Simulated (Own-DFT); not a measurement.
Simulation results for GaAs (zincblende with one plane slipped along a stacking-fault path, atoms displaced)

Computed with Own-DFT development build. A calculation, not a measurement: plane-wave PBE density functional theory by an unreviewed code, no spin, of a simulated periodic cell, stress positive in tension, free energy of the whole cell less one offset for each atom, forces on such cells passed a denser k mesh, this cell's mesh not checked; offsets are fitted by least squares, one for each functional and potential file, so energies compare only between cells with the same atoms and settings and are not formation energies; the far tail of each file's local potential was reset to the Coulomb form; each entry is a single point on an unrelaxed cell, so the pressure reflects the starting lattice, mostly measured values (interpolated for alloys), from which strain is counted, and rises with the displacements; printed positions are rounded, which can move forces by about a meV/angstrom; the program, named Own-DFT, is a retired in-house code; no spin-orbit coupling; before rounding, a Quantum ESPRESSO 7.3.1 run of the same cell and cutoff gave forces within 1 meV/angstrom rms on each cell, which checks the program and not the settings.

```json
{"formula": "GaAs", "kind": "zincblende with one plane slipped along a stacking-fault path, atoms displaced", "structure": {"cell_angstrom": [[5.6533, -5.6533, 0.0], [0.0, 5.6533, -5.6533], [12.0604, 12.0604, 9.7991]], "atoms_fractional": [["Ga", 0.99971, 0.00466, 0.99485], ["As", 0.99489, 0.97662, 0.12218], ["Ga", 0.14465, 0.28781, 0.16627], ["As", 0.12968, 0.27103, 0.2887], ["Ga", 0.27815, 0.07675, 0.33549], ["As", 0.2752, 0.03858, 0.45488], ["Ga", 0.07499, 0.13565, 0.49647], ["As", 0.04936, 0.08974, 0.62163], ["Ga", 0.21362, 0.42044, 0.67057], ["As", 0.20335, 0.40749, 0.78727], ["Ga", 0.37084, 0.21985, 0.83414], ["As", 0.353, 0.18207, 0.95281], ["Ga", 0.9966, 0.49458, 0.99828], ["As", 0.96807, 0.45892, 0.12475], ["Ga", 0.12802, 0.77704, 0.16957], ["As", 0.12308, 0.75214, 0.29377], ["Ga", 0.2834, 0.56556, 0.33387], ["As", 0.27415, 0.53884, 0.45775], ["Ga", 0.05114, 0.61675, 0.49542], ["As", 0.05008, 0.60281, 0.62403], ["Ga", 0.21244, 0.92938, 0.66719], ["As", 0.2, 0.88516, 0.79112], ["Ga", 0.37032, 0.71546, 0.83463], ["As", 0.33497, 0.67797, 0.95897], ["Ga", 0.4897, 0.00478, 0.00056], ["As", 0.47215, 0.96513, 0.12553], ["Ga", 0.63605, 0.29722, 0.16767], ["As", 0.62881, 0.25831, 0.29002], ["Ga", 0.76406, 0.07535, 0.33907], ["As", 0.76898, 0.03616, 0.4605], ["Ga", 0.57367, 0.14588, 0.49576], ["As", 0.54077, 0.09902, 0.62613], ["Ga", 0.70005, 0.40998, 0.66787], ["As", 0.70146, 0.39472, 0.78751], ["Ga", 0.85638, 0.20181, 0.83754], ["As", 0.82897, 0.17905, 0.9586], ["Ga", 0.49608, 0.49466, 0.00348], ["As", 0.47931, 0.46627, 0.1281], ["Ga", 0.63728, 0.77801, 0.16487], ["As", 0.63466, 0.76643, 0.28946], ["Ga", 0.78505, 0.56012, 0.33482], ["As", 0.775, 0.54824, 0.45365], ["Ga", 0.56294, 0.63951, 0.50183], ["As", 0.54825, 0.59772, 0.62809], ["Ga", 0.70274, 0.92071, 0.66301], ["As", 0.69752, 0.88077, 0.79377], ["Ga", 0.84753, 0.71138, 0.83817], ["As", 0.83223, 0.67822, 0.95399]]}, "settings": {"functional": "PBE", "potential_files": "PseudoDojo norm-conserving, scalar-relativistic, standard set", "wave_cutoff [hartree]": 42.0, "occupations": "Fermi-Dirac", "smearing_width [eV]": 0.1, "k_mesh": "4 x 4 x 2 centred on Gamma"}, "results": {"free_energy_of_cell_above_offsets [eV]": "-15.259", "pressure [GPa]": 4.77, "stress_xx [GPa]": -6.3, "stress_yy [GPa]": -5.38, "stress_zz [GPa]": -2.62, "stress_yz [GPa]": -0.28, "stress_xz [GPa]": -0.69, "stress_xy [GPa]": -0.49, "force_element": ["Ga", "As", "Ga", "As", "Ga", "As", "Ga", "As", "Ga", "As", "Ga", "As", "Ga", "As", "Ga", "As", "Ga", "As", "Ga", "As", "Ga", "As", "Ga", "As", "Ga", "As", "Ga", "As", "Ga", "As", "Ga", "As", "Ga", "As", "Ga", "As", "Ga", "As", "Ga", "As", "Ga", "As", "Ga", "As", "Ga", "As", "Ga", "As"], "force_x [eV/angstrom]": [0.406, -0.868, -0.452, -0.783, -0.51, -1.066, 1.397, -0.002, -1.61, 0.829, -1.416, -0.332, 0.086, 0.301, 0.15, 0.141, 0.822, -2.064, 3.38, -0.268, -0.287, 0.158, -0.486, 0.322, 0.491, 0.259, -0.044, -0.916, 0.436, -0.997, 1.657, -0.237, 0.432, 1.004, -0.488, 0.27, -0.254, -0.714, 0.771, -0.025, -0.463, -2.419, 2.254, -0.367, 0.859, -0.401, -0.337, 1.383], "force_y [eV/angstrom]": [-0.13, 0.02, 0.556, -0.23, -0.605, -0.841, 1.367, 1.119, -0.749, 0.564, -0.663, 1.785, 0.66, -0.45, -0.286, -0.12, 0.272, -0.872, 0.889, -0.211, -0.184, 0.908, 0.556, -0.15, -0.542, 0.005, -0.995, 0.506, -1.452, -1.178, 1.827, -0.905, -0.424, 0.365, -0.352, -0.215, -0.109, -0.329, 0.663, -0.086, 0.336, 0.682, 0.47, -0.41, 0.157, -0.029, -2.14, 0.95], "force_z [eV/angstrom]": [0.022, 0.651, -0.163, 1.852, -1.022, 1.698, -1.145, -0.553, -0.733, 2.172, -0.748, 0.279, -0.405, -0.273, -0.377, 0.023, -1.438, 1.243, -0.583, 0.238, 0.872, 0.015, 0.008, 0.177, 0.879, 0.169, 0.756, 0.654, -0.519, 1.409, -0.899, -0.514, -1.071, 0.815, -1.173, 0.493, -0.455, -0.246, -1.368, 0.961, -1.606, 1.622, -0.845, -0.142, 0.103, -1.424, -0.704, 1.294]}}
```
